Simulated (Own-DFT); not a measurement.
# Which defects push the lattice out? zincblende GaAs

Source: density functional calculations with Own-DFT, an unreviewed in-house program that is no longer used. Nothing was measured or relaxed, and spin and spin-orbit coupling are left out.

Settings: PBE; PseudoDojo norm-conserving scalar-relativistic files; cutoff 42 hartree; 3 x 3 x 3 k mesh centred on Gamma; Fermi-Dirac smearing of 0.1 eV.

Keep in mind (not all hold for every row): not probed for a lower state with spin; forces not confirmed at this smearing and k mesh; stress not checked against mesh or cutoff.

All runs share one cell, with vectors in Å (11.737, 0.000, 0.000); (0.000, 11.737, 0.000); (0.000, 0.000, 10.919) and a volume of 1504.3 Å³, strained against the parent crystal. Atoms were moved at random from their sites; u is the rms move along one axis. The defect's site can differ from row to row.

| cell | formula | u (Å) | P (GPa) |
|---|---|---|---|
| no defect | As32Ga32 | 0.0291 | 0.75 |
| no defect | As32Ga32 | 0.0293 | 0.76 |
| no defect | As32Ga32 | 0.0531 | 1.15 |
| one Al on a Ga site | AlAs32Ga31 | 0.0281 | 0.72 |
| one Al on a Ga site | AlAs32Ga31 | 0.0324 | 0.74 |
| one Al on a Ga site | AlAs32Ga31 | 0.0502 | 1.00 |
| one As vacancy and one Ga vacancy | As31Ga31 | 0.0299 | 0.52 |
| one As vacancy and one Ga vacancy | As31Ga31 | 0.0309 | 0.54 |
| one As vacancy and one Ga vacancy | As31Ga31 | 0.0525 | ? |
| one As vacancy and one Ga vacancy | As31Ga31 | 0.0548 | 0.86 |
| one P on an As site | As31Ga32P | 0.0299 | 0.54 |
| one P on an As site | As31Ga32P | 0.0450 | 0.70 |
| one P on an As site | As31Ga32P | 0.0468 | 0.83 |
| one In on a Ga site | As32Ga31In | 0.0294 | 1.32 |
| one In on a Ga site | As32Ga31In | 0.0315 | 1.31 |
| one In on a Ga site | As32Ga31In | 0.0517 | 1.70 |

## What the rows give

P = P0 + c u² + a shift for each defect gives P0 = 0.60 GPa, c = 186 ± 11 GPa/Å² and a scatter of 0.03 GPa. The shifts, and each times the cell's volume:

- one In on a Ga site: 0.56 ± 0.03 GPa, 5.2 eV
- one Al on a Ga site: -0.05 ± 0.03 GPa, -0.5 eV (not resolved)
- one P on an As site: -0.23 ± 0.03 GPa, -2.2 eV
- one As vacancy and one Ga vacancy: -0.27 ± 0.03 GPa, -2.5 eV

Against the defect-free cell, a freed cell would be larger where the shift is positive and smaller where it is negative (160.2 GPa Å³ is 1 eV). The atoms around the defects weren't relaxed, which would change these numbers.

## Prediction

Asked: what pressure belongs in the blank (one As vacancy and one Ga vacancy, u = 0.0525 Å)?

The fitted form gives 0.85 ± 0.04 GPa. The hidden result is 0.59 GPa. This run lies off the fit, by chance or by something that the fit leaves out.
